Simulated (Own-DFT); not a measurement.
## Calculated data, SiC (2H silicon carbide, atoms displaced)

Computed with Own-DFT development build. A calculation, not a measurement: plane-wave PBE density functional theory by an unreviewed code, no spin, of a simulated periodic cell, stress positive in tension, free energy of the whole cell less one offset for each atom, forces on such cells passed a denser k mesh, this cell's mesh not checked; offsets are fitted by least squares, one for each functional and potential file, so energies compare only between cells with the same atoms and settings and are not formation energies; the far tail of each file's local potential was reset to the Coulomb form; each entry is a single point on an unrelaxed cell, so the pressure reflects the starting lattice, mostly measured values (interpolated for alloys), from which strain is counted, and rises with the displacements; printed positions are rounded, which can move forces by about a meV/angstrom; the program, named Own-DFT, is a retired in-house code; no spin-orbit coupling.

```cif
# cell vector a (Å): 9.2481 0.0000 0.0000
# cell vector b (Å): -4.6241 8.0091 0.0000
# cell vector c (Å): 0.0000 0.0000 10.0681
data_SiC
_symmetry_space_group_name_H-M 'P 1'
_symmetry_Int_Tables_number 1
_cell_length_a 9.2481
_cell_length_b 9.2481
_cell_length_c 10.0681
_cell_angle_alpha 90.000
_cell_angle_beta 90.000
_cell_angle_gamma 120.000
_cell_volume 745.73
loop_
_atom_site_label
_atom_site_type_symbol
_atom_site_fract_x
_atom_site_fract_y
_atom_site_fract_z
_atom_site_occupancy
Si1 Si 0.99973 0.00758 0.99962 1
Si2 Si 0.11801 0.22466 0.24865 1
C1 C 0.99624 0.99789 0.18677 1
C2 C 0.11906 0.22518 0.43612 1
Si3 Si 0.00604 0.00769 0.50239 1
Si4 Si 0.11197 0.22473 0.74407 1
C3 C 0.99691 0.00152 0.69011 1
C4 C 0.10975 0.22258 0.93939 1
Si5 Si 0.00529 0.32840 0.99920 1
Si6 Si 0.11385 0.55672 0.25122 1
C5 C 0.99951 0.33134 0.18410 1
C6 C 0.10629 0.55398 0.44127 1
Si7 Si 0.00332 0.34420 0.49885 1
Si8 Si 0.11444 0.56202 0.75169 1
C7 C 0.00229 0.33106 0.68940 1
C8 C 0.11640 0.56077 0.93907 1
Si9 Si 0.00138 0.67415 0.99113 1
Si10 Si 0.10785 0.88437 0.24993 1
C9 C 0.00719 0.67147 0.18178 1
C10 C 0.11506 0.89511 0.43850 1
Si11 Si 0.99962 0.66628 0.50223 1
Si12 Si 0.11010 0.88202 0.75232 1
C11 C 0.99975 0.66291 0.68310 1
C12 C 0.11491 0.88824 0.93889 1
Si13 Si 0.33486 0.99976 0.99814 1
Si14 Si 0.44432 0.22195 0.25440 1
C13 C 0.32983 0.99197 0.18947 1
C14 C 0.44120 0.21729 0.43856 1
Si15 Si 0.33373 0.99850 0.50190 1
Si16 Si 0.44241 0.22076 0.75000 1
C15 C 0.32861 0.00087 0.68788 1
C16 C 0.44666 0.22092 0.93709 1
Si17 Si 0.33496 0.32834 0.00062 1
Si18 Si 0.44783 0.55187 0.25016 1
C17 C 0.33733 0.33680 0.18554 1
C18 C 0.44693 0.55561 0.43972 1
Si19 Si 0.33184 0.33474 0.49527 1
Si20 Si 0.44955 0.55288 0.75098 1
C19 C 0.33097 0.32905 0.68181 1
C20 C 0.44604 0.55548 0.94001 1
Si21 Si 0.33581 0.67015 0.99853 1
Si22 Si 0.44174 0.88336 0.25309 1
C21 C 0.33370 0.67308 0.18670 1
C22 C 0.44606 0.89014 0.43327 1
Si23 Si 0.32917 0.66035 0.49930 1
Si24 Si 0.44336 0.88687 0.75018 1
C23 C 0.32905 0.66607 0.68599 1
C24 C 0.44514 0.88542 0.93779 1
Si25 Si 0.67242 0.00770 0.99926 1
Si26 Si 0.77507 0.22315 0.24803 1
C25 C 0.66256 0.99657 0.18400 1
C26 C 0.78605 0.22740 0.43348 1
Si27 Si 0.67000 0.00265 0.50228 1
Si28 Si 0.77615 0.21649 0.74682 1
C27 C 0.66934 0.99030 0.68389 1
C28 C 0.77793 0.21904 0.93789 1
Si29 Si 0.66588 0.33834 0.00126 1
Si30 Si 0.78214 0.55584 0.25031 1
C29 C 0.66447 0.33481 0.18463 1
C30 C 0.78029 0.55848 0.43709 1
Si31 Si 0.67228 0.33886 0.49896 1
Si32 Si 0.78315 0.56506 0.75043 1
C31 C 0.66444 0.32835 0.68545 1
C32 C 0.77431 0.55700 0.94381 1
Si33 Si 0.66616 0.66813 0.99646 1
Si34 Si 0.77500 0.89375 0.25334 1
C33 C 0.66194 0.66307 0.18641 1
C34 C 0.77753 0.88790 0.43768 1
Si35 Si 0.66546 0.66526 0.50011 1
Si36 Si 0.77780 0.88662 0.75332 1
C35 C 0.66347 0.66487 0.68545 1
C36 C 0.77253 0.88553 0.94004 1
_calc_functional 'PBE'
_calc_potential_files 'PseudoDojo norm-conserving, scalar-relativistic, standard set'
_calc_wave_cutoff 42  # hartree
_calc_occupations 'Fermi-Dirac'
_calc_smearing_width 0.1  # eV
_calc_hardware 'one NVIDIA H100'
_calc_k_mesh '4 x 4 x 3 centred on Gamma'
_calc_free_energy_of_cell_above_offsets '-10.154'  # eV
_calc_pressure 3.91  # GPa
_calc_stress_xx -2.52  # GPa
_calc_stress_yy -3.15  # GPa
_calc_stress_zz -6.05  # GPa
_calc_stress_yz 0.56  # GPa
_calc_stress_xz 0.12  # GPa
_calc_stress_xy -0.56  # GPa
_calc_wall_time 366.4  # s
```

Force:
```tsv
element	x (eV/Å)	y (eV/Å)	z (eV/Å)
Si	0.555	-1.88	0.212
Si	-1.036	-0.66	-0.178
C	0.402	0.536	0.339
C	-1.795	0.324	-0.076
Si	-0.466	-1.098	-0.459
Si	0.485	-0.532	1.186
C	1.028	-0.669	0.056
C	1.61	0.068	-1.304
Si	-2.073	1.734	-0.014
Si	-0.462	-0.161	-1.057
C	0.259	0.351	0.992
C	0.635	1.426	-1.164
Si	0.99	-2.567	0.565
Si	0.368	-1.706	0.107
C	-1.211	1.1	-0.618
C	-0.701	-0.82	-0.531
Si	0.788	-1.643	2.106
Si	-0.027	0.948	-0.12
C	-0.784	-1.271	0.818
C	-0.268	-1.218	0.255
Si	-0.319	1.127	-1.304
Si	-0.764	1.403	-0.686
C	-0.399	0.605	1.554
C	-1.252	1.297	-0.802
Si	0.572	-0.469	0.963
Si	0.089	-0.88	-1.044
C	-0.192	1.473	-0.401
C	0.596	1.27	0.248
Si	0.064	0.036	-0.588
Si	0.158	0.154	-0.606
C	1.142	-0.614	0.34
C	-0.358	0.059	-0.062
Si	-0.542	0.873	-0.374
Si	-1.204	1.23	-0.267
C	0.136	-0.98	0.507
C	-0.513	-0.22	-0.631
Si	1.433	-0.288	0.683
Si	-1.845	-0.321	-0.186
C	0.271	0.789	1.032
C	-0.278	-0.619	-0.679
Si	0.164	-0.547	0.6
Si	-0.047	1.276	-1.25
C	1.078	-2.005	0.441
C	0.144	-0.492	2.013
Si	0.284	1.397	-0.017
Si	0.11	0.253	-0.383
C	1.219	-0.064	0.235
C	0.041	1.314	-0.436
Si	-0.743	-1.897	0.203
Si	0.621	-0.395	-0.642
C	-0.179	0.882	0.963
C	-0.935	-0.403	0.872
Si	-0.021	-0.386	-1.406
Si	0.138	0.248	0.38
C	-1.63	1.119	1.099
C	-0.193	1.615	-0.513
Si	1.052	-1.036	-0.521
Si	-0.491	0.701	-1.011
C	0.317	-0.142	1.102
C	-0.038	-0.101	0.22
Si	-0.472	-1.178	-0.208
Si	-0.339	-2.236	0.042
C	0.179	0.946	0.649
C	0.919	0.516	-1.925
Si	-0.401	-0.159	1.691
Si	0.677	-1.089	-1.016
C	1.097	0.95	0.364
C	0.236	0.582	0.575
Si	0.31	0.698	-0.447
Si	0.05	-0.048	-0.459
C	0.999	0.42	0.57
C	0.763	1.072	-0.598
```
